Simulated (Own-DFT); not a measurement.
# What a defect does to the pressure of its cell: zincblende GaAs

Everything here is calculated. The program is Own-DFT (plane waves, in-house, since retired, never reviewed by a person); positions were held fixed, and spin and spin-orbit coupling were off.

Common settings: PBE; PseudoDojo norm-conserving scalar-relativistic files; cutoff 42 hartree; 3 x 3 x 3 k mesh centred on Gamma; Fermi-Dirac smearing of 0.1 eV.

Limits (not all hold for every row): not probed for a lower state with spin; forces on such cells failed a check on a denser k mesh; forces not confirmed at this smearing and k mesh; forces on such cells passed a denser k mesh, each cell not checked; stress not checked against mesh or cutoff.

All runs share one cell, with vectors in Å (11.307, 0.000, 0.000); (0.000, 11.307, 0.000); (0.000, 0.000, 11.307) and a volume of 1445.4 Å³. u is the rms random offset of the atoms per axis. The defect's site can differ from row to row.

```
cell,formula,u (Å),P (GPa)
no defect,As32Ga32,0.0205,3.52
no defect,As32Ga32,0.0456,3.79
no defect,As32Ga32,0.0541,4.01
two Ga vacancies,As32Ga30,0.0280,2.98
two Ga vacancies,As32Ga30,0.0311,2.97
two Ga vacancies,As32Ga30,0.0319,3.06
one As on a Ga site and one Ga on an As site,As32Ga32,0.0276,3.89
one As on a Ga site and one Ga on an As site,As32Ga32,0.0315,3.94
one As on a Ga site and one Ga on an As site,As32Ga32,0.0461,4.20
two As vacancies,As30Ga32,0.0283,3.27
two As vacancies,As30Ga32,0.0299,?
two As vacancies,As30Ga32,0.0520,3.57
two As vacancies,As30Ga32,0.0540,3.57
one In on a Ga site,As32Ga31In,0.0294,4.30
one In on a Ga site,As32Ga31In,0.0307,4.32
one In on a Ga site,As32Ga31In,0.0486,4.65
```

## What the rows give

P = P0 + c u² + a shift for each defect gives P0 = 3.43 GPa, c = 190 ± 14 GPa/Å² and a scatter of 0.04 GPa. The shifts, and each times the cell's volume:

- one In on a Ga site: 0.73 ± 0.03 GPa, 6.6 eV
- one As on a Ga site and one Ga on an As site: 0.34 ± 0.03 GPa, 3.0 eV
- two As vacancies: -0.37 ± 0.03 GPa, -3.3 eV (-1.7 eV for each of its 2 sites)
- two Ga vacancies: -0.60 ± 0.04 GPa, -5.4 eV (-2.7 eV for each of its 2 sites)

Positive is outwards. The product with the volume (160.2 GPa Å³ to the eV) is nearly free of the cell's size; divided by the bulk modulus at the cell's pressure it gives the volume that the defect adds. The atoms around the defects weren't relaxed, which would change these numbers.

## Withheld run

Q: what pressure belongs in the blank (two As vacancies, u = 0.0299 Å)?

Estimate: 3.23 ± 0.05 GPa. The hidden result is 3.34 GPa.
